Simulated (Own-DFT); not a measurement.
# Which defects push the lattice out? C40 NbSi2

Calculated, not measured: single-point runs of Own-DFT, a retired in-house plane-wave DFT program that no person has reviewed, on unrelaxed cells, without spin or spin-orbit coupling.

Method: PBE; PseudoDojo norm-conserving scalar-relativistic files; cutoff 42 hartree; 4 x 4 x 5 k mesh centred on Gamma; cold (Marzari-Vanderbilt) smearing of 0.2 eV.

Limits: forces on such cells failed a check on a denser k mesh; stress not checked against mesh or cutoff.

All runs share one cell, with vectors in Å (0.000, 8.324, 0.000); (-9.613, 0.000, 0.000); (0.000, 0.000, 6.586) and a volume of 527.0 Å³. Atoms were moved at random from their sites; u is the rms move along one axis. The defect's site can differ from row to row.

| cell | formula | u (Å) | P (GPa) |
|---|---|---|---|
| no defect | Nb12Si24 | 0.0202 | 1.49 |
| no defect | Nb12Si24 | 0.0492 | 2.63 |
| no defect | Nb12Si24 | 0.0538 | 2.72 |
| two Nb vacancies | Nb10Si24 | 0.0284 | 0.13 |
| two Nb vacancies | Nb10Si24 | 0.0477 | 0.52 |
| two Nb vacancies | Nb10Si24 | 0.0514 | 0.99 |
| one Si vacancy | Nb12Si23 | 0.0271 | 0.94 |
| one Si vacancy | Nb12Si23 | 0.0289 | 0.91 |
| one Si vacancy | Nb12Si23 | 0.0487 | 1.76 |
| one Si vacancy | Nb12Si23 | 0.0513 | ? |
| two Si on a Nb site each | Nb10Si26 | 0.0312 | 1.98 |
| two Si on a Nb site each | Nb10Si26 | 0.0521 | 2.95 |
| two Si on a Nb site each | Nb10Si26 | 0.0529 | 2.89 |
| two Nb on a Si site each | Nb14Si22 | 0.0272 | 7.34 |
| two Nb on a Si site each | Nb14Si22 | 0.0292 | 7.48 |
| two Nb on a Si site each | Nb14Si22 | 0.0503 | 8.59 |

## Analysis

P = P0 + c u² + a shift for each defect gives P0 = 1.27 GPa, c = 531 ± 39 GPa/Å² and a scatter of 0.13 GPa. The shifts, and each times the cell's volume:

- two Nb on a Si site each: 5.81 ± 0.11 GPa, 19.1 eV (9.6 eV for each of its 2 sites)
- two Si on a Nb site each: 0.19 ± 0.11 GPa, 0.6 eV (0.3 eV for each of its 2 sites) (not resolved)
- one Si vacancy: -0.76 ± 0.11 GPa, -2.5 eV
- two Nb vacancies: -1.73 ± 0.11 GPa, -5.7 eV (-2.9 eV for each of its 2 sites)

Positive is outwards. The product with the volume (160.2 GPa Å³ to the eV) is nearly free of the cell's size; divided by the bulk modulus at the cell's pressure it gives the volume that the defect adds. The atoms around the defects weren't relaxed, which would change these numbers.

## Test on the hidden row

The question: what pressure belongs in the blank (one Si vacancy, u = 0.0513 Å)?

Estimate: 1.90 ± 0.16 GPa. Computed: 2.37 GPa.
